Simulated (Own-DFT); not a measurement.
# Misfit strain and the stress it brings: diamond-structure SiGeSn with randomly placed atoms, 64 atoms (Ge40Si16Sn8)

Everything here is calculated. The program is Own-DFT (plane waves, in-house, since retired, never reviewed by a person); positions were held fixed, and spin and spin-orbit coupling were off.

All runs used: PBE; PseudoDojo norm-conserving scalar-relativistic files; cutoff 49 hartree; 3 x 3 x 3 k mesh centred on Gamma; Fermi-Dirac smearing of 0.1 eV.

Keep in mind: forces on such cells moved up to 12 meV/angstrom on a denser k mesh; stress not checked against mesh or cutoff.

Unstrained cell vectors in Å: (11.410, 0.000, 0.000); (0.000, 11.410, 0.000); (0.000, 0.000, 11.410). The unstrained cell has measured lattice constants (interpolated for alloys), not those of this functional. That, the random moves and any unrelaxed bonds set the pressure at no strain. Each run strains x and y alike by e, as a substrate would, and holds the height along z. All atoms carry random offsets, Gaussian with a width of 0.05 Å per axis. The random placing of the alloy's atoms differs from row to row. Stress is positive in tension.

| e (%) | u (Å) | (s_xx + s_yy)/2 (GPa) | s_zz (GPa) |
|---|---|---|---|
| -2.75 | 0.048 | -10.34 | -8.53 |
| -2.50 | 0.051 | -9.64 | -7.90 |
| -2.25 | 0.054 | ? | ? |
| -1.75 | 0.051 | -8.18 | -7.00 |
| -1.50 | 0.049 | -7.63 | -6.65 |
| -1.25 | 0.048 | -7.01 | -6.12 |
| 0.75 | 0.044 | -3.31 | -3.83 |
| 1.00 | 0.048 | -3.05 | -3.57 |
| 2.25 | 0.050 | -1.06 | -2.39 |
| 2.50 | 0.049 | -0.54 | -2.04 |

## Analysis

With e as a fraction, the in-plane stress is -4.7 + 182 e - 757 e² GPa (errors 2 and 123, scatter 0.09), and s_zz is -4.7 + 119 e - 659 e² GPa (slope ± 2, scatter 0.10). At e = 0 the first slope is C11 + C12 and the second 2 C12, both with the ions held to the strained lattice and at the cell's own pressure. The term in e² is negative: the layer stiffens under compression and softens under tension. A free layer would change its height as e changes, and the in-plane slope would drop by 2 C12²/C11 to the biaxial modulus. At fixed height, a misfit of 1 % moves the in-plane stress by about 1.8 GPa and s_zz by 1.2 GPa.

## Check

Asked: what are the two stresses at e = -2.25 %?

Estimate: -9.2 and -7.7 GPa. The calculation gave -9.45 and -7.95 GPa. The miss is larger than the scatter suggests: chance, or a term that the fit lacks.
